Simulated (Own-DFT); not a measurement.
# Response to strain: 2H SiC, 72 atoms (C36Si36)

Calculated results; nothing here was measured. The program, named Own-DFT, is a retired in-house plane-wave density functional code that no person has reviewed. Each row is one single-point run on a periodic cell that was not relaxed, without spin or spin-orbit coupling.

Settings of every run: PBE; PseudoDojo norm-conserving scalar-relativistic files; cutoff 42 hartree; 4 x 4 x 3 k mesh centred on Gamma; Fermi-Dirac smearing of 0.1 eV.

Known limits: forces on such cells passed a denser k mesh, each cell not checked; stress not checked against mesh or cutoff.

Unstrained cell vectors in Å: (9.248, 0.000, 0.000); (-4.624, 8.009, 0.000); (0.000, 0.000, 10.068). The unstrained cell has measured lattice constants (interpolated for alloys), not those of this functional. That, the random moves and any unrelaxed bonds set the pressure at no strain. Each run strains this cell uniformly, with the atoms carried along. Every atom was also moved at random, by a Gaussian of width 0.05 Å on each axis. Strain is the symmetric tensor, in per cent. Stress is positive in tension, and the pressure is minus a third of its trace.

```
run  e_xx (%)  e_yy (%)  e_zz (%)  e_yz (%)  e_xz (%)  e_xy (%)  s_xx (GPa)  s_yy (GPa)  s_zz (GPa)  s_yz (GPa)  s_xz (GPa)  s_xy (GPa)  P (GPa)  E (meV/atom)
  1      0.95     -1.85     -0.60     -1.02      0.05      1.17       -0.94      -14.80      -11.14       -3.17        0.83        5.39     8.96          21.2
  2      1.63     -1.25     -1.95      0.50     -1.55      0.15        2.59      -13.70      -17.51        1.37       -4.62        1.55     9.54          44.2
  3     -0.21      0.24      1.83      1.62      0.76      0.48       -4.32       -1.48        2.74        4.68        2.14        3.25     1.02           0.0
  4     -1.51      0.78      1.71     -0.87     -0.73      0.72      -11.66       -0.85        1.62       -3.03       -2.35        3.70     3.63          19.3
  5      1.29     -1.72     -0.03     -1.38      0.56      0.81        1.34      -12.30       -8.36       -5.28        2.86        5.11     6.44          13.3
  6      1.13     -0.48      1.30      1.95      1.28     -0.72        1.04       -4.37       -0.03        5.64        3.75       -4.99     1.12          13.3
  7     -0.40     -0.87      0.45     -1.67     -1.68     -1.42       -7.18       -9.52       -5.01       -4.90       -5.88       -7.36     7.23          23.8
  8     -1.10     -1.26     -1.51      0.86      1.72     -1.55      -11.13      -14.26      -19.83        4.11        6.55       -7.32    15.07          41.9
  9      0.66     -1.74      1.27      0.46      1.65     -0.51       -2.25      -13.36        0.98        0.53        5.56       -2.99     4.88           4.2
 10      0.37      0.50      1.48     -0.96      0.31      0.95       -1.45       -1.08        1.49       -3.54        1.81        5.09     0.35           3.7
 11     -1.63      0.72      0.65      0.08      0.48     -1.42      -12.51       -2.05       -4.41        0.06        1.56       -6.36     6.32          20.1
 12     -0.15     -1.31     -1.68     -1.56     -1.00      0.26       -7.41      -13.53      -19.85       -5.35       -3.33        1.88    13.60          47.9
 13     -0.44      0.55     -0.71      1.51     -0.39      1.79       -7.36       -2.10      -11.84        5.16       -1.03        8.97     7.10          19.4
 14     -1.89      1.96      0.94      0.09      0.14      0.28      -12.50        4.98       -2.02       -0.13       -0.25        1.28     3.18          12.5
 15      1.72      1.01      1.96      0.02     -0.64      1.16        5.21        2.71        4.94       -0.05       -1.98        3.97    -4.29           9.8
 16      1.35      0.22     -0.74     -1.21     -1.87      1.56        2.90       -2.88      -11.82       -4.31       -6.29        5.27     3.93          32.7
 17      1.37      1.52      1.10      1.40      1.64     -1.06           ?           ?           ?           ?           ?           ?        ?             ?
```

E is the free energy for each atom above the lowest run shown.

## Worked fit

Each stress component was fitted by least squares to a constant and the strains of the runs shown, as fractions, with shears doubled. Shear strains stay in the fit of a normal stress only where such slopes are resolved. The slopes, in GPa:

| stress | at no strain | per e_xx | per e_yy | per e_zz | scatter |
|---|---|---|---|---|---|
| s_xx | -4.6 | 521 ± 11 | 68 ± 13 | 30 ± 11 | 0.47 |
| s_yy | -5.0 | 75 ± 19 | 536 ± 23 | 95 ± 19 | 0.80 |
| s_zz | -7.9 | 70 ± 23 | 35 ± 28 | 612 ± 22 | 0.96 |

Each shear stress against twice its own strain: yz 164 ± 9, xz 181 ± 8, xy 259 ± 17 GPa. These are stiffnesses along x, y and z of the frame in which the cell vectors are given, which need not be the crystal's axes. The atoms are held to the strained lattice; where symmetry lets them move under strain, relaxing them would lower some slopes. The table should be nearly symmetric about its diagonal, and what it lacks of that shows the noise. A ninth of its sum, 227 ± 5 GPa, estimates the bulk modulus near the mean pressure of these runs, 5.5 GPa, so it lies above the value at zero pressure.

## Withheld run

Question: what normal stresses and pressure should run 17 give?

The fit gives s_xx = 3.9, s_yy = 5.2, s_zz = 0.3 and P = -3.2 GPa. The calculation gave 4.99, 5.78, -1.11 and P = -3.22 GPa.
